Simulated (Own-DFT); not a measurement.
Hf36O71 (tetragonal hafnia with one neutral oxygen vacancy, atoms displaced) (calculated)

A calculation, not a measurement: plane-wave PBE and HSE06 DFT by an unreviewed code, no spin, of a simulated cell at Gamma alone, so results move with cell size and shape, stress positive in tension, energies less offsets, not probed for a lower state with spin; hafnium file: forces about 75 meV/angstrom off all-electron values; oxygen file: force components 24 meV/angstrom off all-electron in a glass; k mesh not checked against a denser one; forces and stress are PBE's, HSE06 gives the energy alone, and its difference from PBE has offsets of its own; offsets are fitted by least squares, one for each functional and potential file, so energies compare only between cells with the same atoms and settings and are not formation energies; the far tail of each file's local potential was reset to the Coulomb form; each entry is a single point on an unrelaxed cell, so the pressure reflects the starting lattice, taken from the Materials Project, from which strain is counted, and rises with the displacements; printed positions are rounded, which can move forces by about a meV/angstrom; the program is a retired in-house code; no spin-orbit coupling. Program: Own-DFT development build.

Settings shared by all entries: first functional PBE; second functional HSE06; exact exchange share 0.25; screening 0.11 1/bohr; exchange divergence Gygi-Baldereschi; potential files PseudoDojo norm-conserving, scalar-relativistic, made for PBE, standard set; wave cutoff 48 hartree; occupations fixed; k mesh 1 x 1 x 1 centred on Gamma.

```yaml
- entry: 1
  formula: Hf36O71
  kind: "tetragonal hafnia with one neutral oxygen vacancy, atoms displaced"
  structure:
    cell_angstrom: [[10.78, 0.0, 0.0], [0.0, 10.78, 0.0], [0.0, 0.0, 10.4493]]
    atoms_fractional:
      - [Hf, 0.00346, 0.99842, 0.9998]
      - [Hf, 0.17019, 0.16628, 0.25272]
      - [O, 0.00041, 0.16219, 0.14945]
      - [O, 0.16402, 0.99606, 0.3464]
      - [O, 0.99847, 0.16787, 0.40566]
      - [O, 0.16956, 0.99999, 0.09412]
      - [Hf, 0.00258, 0.00105, 0.50178]
      - [Hf, 0.16988, 0.16596, 0.75039]
      - [O, 6.0e-05, 0.16304, 0.65285]
      - [O, 0.16545, 0.99887, 0.84384]
      - [O, 0.99722, 0.16637, 0.90169]
      - [O, 0.16638, 0.99766, 0.60042]
      - [Hf, 0.00232, 0.33346, 0.99907]
      - [Hf, 0.16792, 0.49673, 0.25403]
      - [O, 0.99816, 0.49814, 0.1512]
      - [O, 0.16959, 0.33872, 0.34375]
      - [O, 0.00096, 0.50238, 0.39667]
      - [O, 0.16657, 0.33697, 0.09393]
      - [Hf, 0.99993, 0.33446, 0.50942]
      - [Hf, 0.17137, 0.50092, 0.75197]
      - [O, 0.00071, 0.49944, 0.64756]
      - [O, 0.16744, 0.33131, 0.84414]
      - [O, 0.00236, 0.49838, 0.90618]
      - [O, 0.16417, 0.33751, 0.59451]
      - [Hf, 0.99634, 0.66647, 0.00278]
      - [Hf, 0.16147, 0.82853, 0.24668]
      - [O, 0.99923, 0.83277, 0.15853]
      - [O, 0.16559, 0.66531, 0.34514]
      - [O, 0.00362, 0.83003, 0.40101]
      - [O, 0.16622, 0.67101, 0.09733]
      - [Hf, 0.00101, 0.66534, 0.49902]
      - [Hf, 0.1651, 0.83204, 0.74633]
      - [O, 0.00026, 0.83554, 0.64933]
      - [O, 0.16479, 0.66732, 0.84908]
      - [O, 0.00059, 0.83371, 0.903]
      - [O, 0.16447, 0.66717, 0.59754]
      - [Hf, 0.33293, 0.99916, 0.00136]
      - [Hf, 0.49653, 0.16532, 0.24648]
      - [O, 0.33365, 0.167, 0.15165]
      - [O, 0.50351, 0.00059, 0.34112]
      - [O, 0.33226, 0.16666, 0.3998]
      - [O, 0.49819, 0.99504, 0.09826]
      - [Hf, 0.33524, 0.99797, 0.49688]
      - [Hf, 0.50426, 0.17029, 0.74687]
      - [O, 0.33188, 0.16251, 0.65312]
      - [O, 0.49717, 0.99946, 0.84677]
      - [O, 0.3325, 0.16571, 0.90431]
      - [O, 0.5019, 0.00474, 0.60051]
      - [Hf, 0.32864, 0.33424, 0.99828]
      - [Hf, 0.49398, 0.5016, 0.2482]
      - [O, 0.32998, 0.50016, 0.15424]
      - [O, 0.50235, 0.33225, 0.34538]
      - [O, 0.33529, 0.49775, 0.40588]
      - [O, 0.50021, 0.33408, 0.09929]
      - [Hf, 0.33181, 0.33567, 0.50295]
      - [Hf, 0.50229, 0.50036, 0.7509]
      - [O, 0.33324, 0.49936, 0.65055]
      - [O, 0.49994, 0.33175, 0.84502]
      - [O, 0.33447, 0.49999, 0.89895]
      - [O, 0.50346, 0.34147, 0.59377]
      - [Hf, 0.33021, 0.66968, 0.9918]
      - [Hf, 0.49969, 0.83104, 0.24769]
      - [O, 0.33468, 0.83065, 0.15065]
      - [O, 0.50129, 0.66644, 0.35021]
      - [O, 0.33331, 0.83268, 0.40131]
      - [O, 0.50315, 0.66962, 0.09964]
      - [Hf, 0.33333, 0.6685, 0.4994]
      - [Hf, 0.49931, 0.83124, 0.75239]
      - [O, 0.33658, 0.83311, 0.65247]
      - [O, 0.49745, 0.66798, 0.84708]
      - [O, 0.33549, 0.83225, 0.90026]
      - [O, 0.50164, 0.67097, 0.59396]
      - [Hf, 0.66442, 0.00069, 0.00537]
      - [Hf, 0.82857, 0.16555, 0.25458]
      - [O, 0.67029, 0.16625, 0.14931]
      - [O, 0.83459, 0.00195, 0.3485]
      - [O, 0.6691, 0.16621, 0.40206]
      - [Hf, 0.66486, 0.99803, 0.4995]
      - [Hf, 0.8366, 0.1654, 0.74987]
      - [O, 0.67112, 0.17158, 0.65047]
      - [O, 0.83621, 0.9974, 0.85197]
      - [O, 0.67087, 0.16519, 0.90152]
      - [O, 0.83106, 0.00172, 0.59584]
      - [Hf, 0.66739, 0.33105, 0.00715]
      - [Hf, 0.8318, 0.49926, 0.24687]
      - [O, 0.66876, 0.50066, 0.15136]
      - [O, 0.83404, 0.33589, 0.34958]
      - [O, 0.667, 0.49801, 0.41011]
      - [O, 0.83186, 0.32864, 0.10002]
      - [Hf, 0.66643, 0.339, 0.5047]
      - [Hf, 0.82903, 0.50229, 0.74665]
      - [O, 0.66522, 0.5003, 0.65236]
      - [O, 0.83206, 0.33681, 0.84971]
      - [O, 0.66598, 0.50326, 0.90527]
      - [O, 0.82917, 0.33083, 0.59442]
      - [Hf, 0.66743, 0.66596, 0.99708]
      - [Hf, 0.83155, 0.83599, 0.2466]
      - [O, 0.6662, 0.83636, 0.15277]
      - [O, 0.83233, 0.66645, 0.34628]
      - [O, 0.66833, 0.83038, 0.40533]
      - [O, 0.83481, 0.66953, 0.0969]
      - [Hf, 0.66609, 0.66663, 0.49469]
      - [Hf, 0.83154, 0.83006, 0.75153]
      - [O, 0.6676, 0.83287, 0.65102]
      - [O, 0.83131, 0.67051, 0.8492]
      - [O, 0.66596, 0.83463, 0.90425]
      - [O, 0.83651, 0.66676, 0.5957]
  results:
    "PBE_energy_of_cell_above_offsets [eV]": "-101.162"
    "HSE06_less_PBE_above_offsets [eV]": "-0.162"
    "PBE_pressure [GPa]": 1.06
    "PBE_stress_xx [GPa]": -1.15
    "PBE_stress_yy [GPa]": -0.31
    "PBE_stress_zz [GPa]": -1.71
    "PBE_stress_yz [GPa]": 0.48
    "PBE_stress_xz [GPa]": -0.08
    "PBE_stress_xy [GPa]": 0.03
    force_element: [Hf, Hf, O, O, O, O, Hf, Hf, O, O, O, O, Hf, Hf, O, O, O, O, Hf, Hf, O, O, O, O, Hf, Hf, O, O, O, O, Hf, Hf, O, O, O, O, Hf, Hf, O, O, O, O, Hf, Hf, O, O, O, O, Hf, Hf, O, O, O, O, Hf, Hf, O, O, O, O, Hf, Hf, O, O, O, O, Hf, Hf, O, O, O, O, Hf, Hf, O, O, O, Hf, Hf, O, O, O, O, Hf, Hf, O, O, O, O, Hf, Hf, O, O, O, O, Hf, Hf, O, O, O, O, Hf, Hf, O, O, O, O]
    "force_x [eV/angstrom]": [-1.239, -1.201, 0.162, 0.295, 0.611, -0.184, -0.601, -0.424, 0.573, 0.153, 0.298, 0.745, -1.335, -1.384, 0.371, 0.16, 0.19, 0.175, -1.31, -1.005, -0.218, 0.179, 0.031, 1.028, 0.802, 0.966, -0.445, 0.603, -0.106, -0.123, -0.431, -0.151, -0.302, 0.481, 0.221, 0.851, 0.437, 1.006, -0.383, -0.319, -0.105, -0.033, -0.247, 0.235, 0.552, 0.085, -0.227, -0.377, 0.897, 0.912, 0.554, -0.365, 0.043, -0.573, 0.583, -0.359, 0.246, -0.013, -0.229, -1.521, 0.214, -0.239, -0.347, -0.18, 0.229, -0.622, 0.145, 0.586, -0.6, 0.101, -0.247, -0.463, 1.087, 1.06, -1.108, -0.03, -0.136, 0.586, -0.622, -0.851, -0.086, -0.459, 0.322, 0.503, 0.766, -0.844, -0.062, -0.133, 0.5, 0.328, 0.942, 0.275, 0.066, -0.217, 1.341, -0.017, 0.032, 0.184, -0.268, -0.187, -0.686, 0.604, 0.221, -0.216, 0.126, -0.156, -0.679]
    "force_y [eV/angstrom]": [0.725, -0.42, -0.189, 0.784, 0.289, -0.166, -0.551, -0.906, 0.468, 0.015, 0.066, 0.077, -0.397, 1.232, 0.114, -1.859, -0.644, -0.305, 0.408, 0.153, -0.222, 0.489, 0.641, -0.364, -0.202, 0.083, 0.472, -0.096, 0.541, -0.011, 0.012, 0.466, -0.068, -0.248, -0.542, 0.012, -0.188, 0.764, 0.056, -0.357, -0.063, 0.534, 0.161, -1.368, 0.786, 0.506, 0.401, -0.116, -0.378, -0.495, 0.016, 0.106, 0.627, -0.026, -0.386, -0.228, 0.058, 0.604, -0.054, -0.498, 0.075, -0.079, 0.05, -0.234, 0.109, -0.366, 0.018, 0.988, -0.105, -0.618, 0.331, -0.412, -0.124, 0.869, -0.567, -0.925, 0.098, 0.541, -0.251, -0.131, 0.141, 0.145, 0.016, -0.023, -0.21, -0.025, -0.036, 0.786, 0.342, -1.662, -0.298, 0.167, 0.035, -0.717, 0.474, 0.562, -0.121, 0.323, -0.106, 0.833, -0.021, 0.089, 1.336, -0.039, -1.228, -0.135, -0.22]
    "force_z [eV/angstrom]": [-0.006, -0.12, 0.715, -0.037, 0.044, 0.384, -0.447, 0.096, -0.053, 0.312, 0.008, -0.645, 0.314, -0.853, -0.029, 0.73, 0.845, 0.308, -1.997, -0.357, 0.963, 0.282, -0.595, 0.634, -0.291, 0.601, -1.266, 0.384, 0.306, -0.422, -0.68, -0.033, 0.564, -0.277, 0.166, 0.216, -0.672, 0.685, -0.198, 0.769, 0.304, -0.051, 0.643, 0.274, -0.329, -0.088, 0.043, -0.798, 0.032, 0.188, -0.44, -0.222, -0.39, -0.434, -0.541, -0.065, 0.342, 0.083, 0.104, 0.862, 1.496, -0.133, 0.027, -0.374, 0.103, -0.472, 0.17, -0.462, -0.282, 0.103, -0.044, 0.431, -0.714, 0.082, -0.032, -0.632, 0.065, 0.009, 0.777, 0.505, -0.275, 0.279, 0.178, -0.92, 0.928, 0.221, -0.335, -1.069, -0.189, -1.643, 0.503, 0.387, -0.691, -0.635, 1.188, 0.831, 0.934, 0.002, -0.296, -0.718, 0.063, 0.605, -0.546, 0.502, -0.109, -0.111, 0.429]
- entry: 2
  formula: Hf36O71
  kind: "tetragonal hafnia with one neutral oxygen vacancy, atoms displaced"
  structure:
    cell_angstrom: [[10.78, 0.0, 0.0], [0.0, 10.78, 0.0], [0.0, 0.0, 10.4493]]
    atoms_fractional:
      - [Hf, 0.00567, 0.00052, 0.00149]
      - [Hf, 0.1761, 0.17566, 0.24227]
      - [O, 0.00568, 0.15922, 0.15057]
      - [O, 0.99682, 0.17494, 0.39888]
      - [O, 0.17317, 0.99237, 0.09384]
      - [Hf, 0.00825, 0.98915, 0.49553]
      - [Hf, 0.16742, 0.17157, 0.75174]
      - [O, 0.99957, 0.16871, 0.64901]
      - [O, 0.16506, 0.99965, 0.84483]
      - [O, 0.00235, 0.16749, 0.90774]
      - [O, 0.16147, 0.00597, 0.59933]
      - [Hf, 0.99067, 0.32931, 0.00211]
      - [Hf, 0.16046, 0.50138, 0.24752]
      - [O, 0.00032, 0.50295, 0.16017]
      - [O, 0.16601, 0.32944, 0.33833]
      - [O, 0.00159, 0.50795, 0.39746]
      - [O, 0.1644, 0.33145, 0.09744]
      - [Hf, 0.00033, 0.33701, 0.50722]
      - [Hf, 0.16592, 0.50227, 0.7548]
      - [O, 0.99794, 0.50545, 0.6584]
      - [O, 0.16731, 0.33297, 0.84304]
      - [O, 0.9897, 0.50401, 0.91174]
      - [O, 0.1655, 0.33449, 0.59448]
      - [Hf, 0.00051, 0.67416, 0.00074]
      - [Hf, 0.1699, 0.82622, 0.24658]
      - [O, 0.99462, 0.84032, 0.16236]
      - [O, 0.17122, 0.66508, 0.35634]
      - [O, 0.00296, 0.83141, 0.40812]
      - [O, 0.16088, 0.66759, 0.10141]
      - [Hf, 0.99805, 0.6621, 0.49432]
      - [Hf, 0.15799, 0.83655, 0.75628]
      - [O, 0.99311, 0.83076, 0.64967]
      - [O, 0.17084, 0.65621, 0.84929]
      - [O, 0.99895, 0.82743, 0.91665]
      - [O, 0.17146, 0.67016, 0.60523]
      - [Hf, 0.33853, 0.00597, 0.00139]
      - [Hf, 0.49721, 0.16578, 0.25576]
      - [O, 0.33981, 0.16372, 0.14501]
      - [O, 0.49216, 0.99866, 0.34409]
      - [O, 0.33304, 0.16764, 0.40296]
      - [O, 0.50096, 0.99885, 0.10533]
      - [Hf, 0.33776, 0.99358, 0.49545]
      - [Hf, 0.5024, 0.16613, 0.74609]
      - [O, 0.33169, 0.16155, 0.6464]
      - [O, 0.50426, 0.99896, 0.84921]
      - [O, 0.33291, 0.16999, 0.90164]
      - [O, 0.49505, 0.00324, 0.60267]
      - [Hf, 0.32801, 0.33733, 0.99298]
      - [Hf, 0.49494, 0.50267, 0.25905]
      - [O, 0.33421, 0.4991, 0.14936]
      - [O, 0.50157, 0.33499, 0.34086]
      - [O, 0.32575, 0.49145, 0.40413]
      - [O, 0.49282, 0.33006, 0.09851]
      - [Hf, 0.33252, 0.33504, 0.49578]
      - [Hf, 0.50084, 0.49674, 0.7497]
      - [O, 0.32819, 0.49803, 0.65357]
      - [O, 0.49894, 0.33777, 0.84625]
      - [O, 0.33352, 0.50006, 0.90073]
      - [O, 0.50094, 0.32899, 0.59674]
      - [Hf, 0.33482, 0.66821, 0.99457]
      - [Hf, 0.49937, 0.82331, 0.24827]
      - [O, 0.33704, 0.82814, 0.15574]
      - [O, 0.5025, 0.67775, 0.35149]
      - [O, 0.33439, 0.8317, 0.40949]
      - [O, 0.50192, 0.6604, 0.09665]
      - [Hf, 0.33199, 0.66545, 0.4984]
      - [Hf, 0.50341, 0.82995, 0.76155]
      - [O, 0.32983, 0.82865, 0.65274]
      - [O, 0.5016, 0.66306, 0.84712]
      - [O, 0.33703, 0.83319, 0.9047]
      - [O, 0.50309, 0.65517, 0.59344]
      - [Hf, 0.66175, 0.99912, 0.99824]
      - [Hf, 0.82834, 0.16667, 0.25415]
      - [O, 0.67301, 0.16137, 0.15642]
      - [O, 0.83509, 0.99305, 0.35719]
      - [O, 0.66363, 0.16656, 0.40523]
      - [O, 0.83736, 0.00205, 0.09911]
      - [Hf, 0.66847, 0.99848, 0.49321]
      - [Hf, 0.83107, 0.17118, 0.75564]
      - [O, 0.67039, 0.1634, 0.6529]
      - [O, 0.83574, 0.99997, 0.84671]
      - [O, 0.66551, 0.15831, 0.90093]
      - [O, 0.82868, 0.99971, 0.59581]
      - [Hf, 0.65659, 0.3325, 0.99496]
      - [Hf, 0.83773, 0.50455, 0.25164]
      - [O, 0.67176, 0.49469, 0.15117]
      - [O, 0.83041, 0.32885, 0.35375]
      - [O, 0.66702, 0.51024, 0.40552]
      - [O, 0.8256, 0.32284, 0.09447]
      - [Hf, 0.66162, 0.3301, 0.50055]
      - [Hf, 0.83088, 0.50301, 0.74746]
      - [O, 0.66873, 0.50792, 0.65236]
      - [O, 0.83579, 0.33119, 0.84894]
      - [O, 0.66355, 0.50431, 0.90352]
      - [O, 0.83009, 0.34129, 0.59546]
      - [Hf, 0.66967, 0.6686, 0.00026]
      - [Hf, 0.83417, 0.83402, 0.24256]
      - [O, 0.66694, 0.83276, 0.15249]
      - [O, 0.8364, 0.66685, 0.35271]
      - [O, 0.66741, 0.83361, 0.39945]
      - [O, 0.83463, 0.66517, 0.0957]
      - [Hf, 0.67558, 0.67038, 0.49525]
      - [Hf, 0.83122, 0.83655, 0.74616]
      - [O, 0.66131, 0.83498, 0.65476]
      - [O, 0.82338, 0.67092, 0.84583]
      - [O, 0.6632, 0.82992, 0.90524]
      - [O, 0.8287, 0.65804, 0.59843]
  results:
    "PBE_energy_of_cell_above_offsets [eV]": "-97.426"
    "HSE06_less_PBE_above_offsets [eV]": "0.024"
    "PBE_pressure [GPa]": 2.54
    "PBE_stress_xx [GPa]": -0.22
    "PBE_stress_yy [GPa]": -4.46
    "PBE_stress_zz [GPa]": -2.93
    "PBE_stress_yz [GPa]": -0.33
    "PBE_stress_xz [GPa]": -0.54
    "PBE_stress_xy [GPa]": 0.04
    force_element: [Hf, Hf, O, O, O, Hf, Hf, O, O, O, O, Hf, Hf, O, O, O, O, Hf, Hf, O, O, O, O, Hf, Hf, O, O, O, O, Hf, Hf, O, O, O, O, Hf, Hf, O, O, O, O, Hf, Hf, O, O, O, O, Hf, Hf, O, O, O, O, Hf, Hf, O, O, O, O, Hf, Hf, O, O, O, O, Hf, Hf, O, O, O, O, Hf, Hf, O, O, O, O, Hf, Hf, O, O, O, O, Hf, Hf, O, O, O, O, Hf, Hf, O, O, O, O, Hf, Hf, O, O, O, O, Hf, Hf, O, O, O, O]
    "force_x [eV/angstrom]": [-0.887, -1.611, -0.285, 0.567, -0.032, -1.624, -0.216, -0.467, -0.217, 0.069, 1.062, -0.072, 1.646, -0.721, 0.178, 0.122, 0.11, -0.874, 0.148, 0.587, -0.043, 0.312, 0.439, -0.524, -0.165, 2.265, -0.033, 0.623, 0.967, 0.698, 1.615, 0.872, -0.38, 0.609, -1.39, 0.238, 0.708, -0.686, 0.244, 0.042, -0.009, -0.687, -0.804, 0.143, -0.37, 0.05, 1.181, 0.405, 1.121, -0.593, 0.122, 0.993, 0.846, -0.642, 0.086, 0.824, 0.434, 0.07, -0.519, 0.104, 0.748, -0.708, -0.808, -0.549, -0.29, 0.136, -1.132, 0.332, -0.57, -0.266, -0.598, 0.926, 2.386, -2.433, -0.425, -0.293, -0.718, 0.214, 1.075, -0.614, 0.227, -0.197, 0.548, 0.344, -1.767, -0.773, -0.29, -0.462, 0.893, 1.754, -0.214, -0.906, -0.36, 0.11, -0.069, -0.12, -1.483, -0.041, 0.142, -0.071, 0.213, -1.904, -1.099, 0.619, 0.473, -0.266, 1.638]
    "force_y [eV/angstrom]": [1.189, -1.908, 0.321, -1.072, -0.238, 3.24, -1.143, 0.756, 0.291, -0.265, -0.992, 0.438, -0.404, -0.568, 1.78, -2.112, 0.217, -1.811, -0.596, -0.251, 0.719, -0.477, 0.011, -3.593, 1.173, -0.549, 0.034, -1.326, 0.287, 1.205, -1.263, 0.113, 2.892, 2.369, -0.395, -0.235, -0.541, -0.096, -0.466, -0.092, 0.082, 1.243, -0.802, 0.787, 0.43, -0.544, 0.041, -0.028, 0.395, 0.349, 0.132, 1.898, 0.049, -1.458, 1.861, -0.403, -1.564, 0.197, 0.193, -0.652, 2.568, -0.448, -3.096, -0.419, 0.406, 0.069, 0.154, 0.468, 0.045, 0.358, 0.354, -0.315, -0.565, -0.051, 0.671, -0.178, -0.583, -0.481, -1.453, 0.847, -0.31, 1.774, -0.452, 0.674, -1.244, 0.125, 1.7, -2.044, 0.274, 1.254, 0.224, -1.227, 0.721, -1.345, -0.11, -1.033, 0.938, -0.28, 0.588, 0.289, 0.262, 0.012, 0.331, -0.186, 0.112, 1.068, 0.689]
    "force_z [eV/angstrom]": [1.073, 0.49, 0.184, 0.764, 0.168, 0.391, -1.886, 1.232, 0.615, -0.804, -0.521, 0.262, 0.45, -0.953, 0.924, 0.204, -0.612, -1.143, -1.687, -0.608, 0.892, -0.246, -0.015, 1.017, 0.949, -1.026, -1.021, -1.183, -0.018, 2.207, -2.156, 0.975, 1.269, -2.518, -0.817, 0.113, -1.306, 0.355, 0.732, -0.962, -1.182, 1.532, -0.727, 1.256, 0.554, -0.495, -0.638, 1.259, -1.888, 0.693, 1.287, -1.115, -0.767, 1.664, -1.423, 0.059, 0.306, -0.088, 0.139, 0.92, -0.523, -0.395, 0.128, -1.44, 0.264, 2.279, -2.115, 0.998, 0.481, 0.123, -0.185, 1.346, 0.199, -0.315, -1.379, -0.533, -0.506, 1.47, -1.473, 0.044, 0.197, -0.138, 0.131, 1.326, 0.314, 0.773, -0.885, -0.75, 0.157, -0.329, 0.622, 0.542, 0.062, -0.154, 0.602, 0.164, 1.68, -0.425, -0.722, -0.159, 0.762, 1.421, -0.247, -0.122, -0.104, -0.292, -0.02]
```
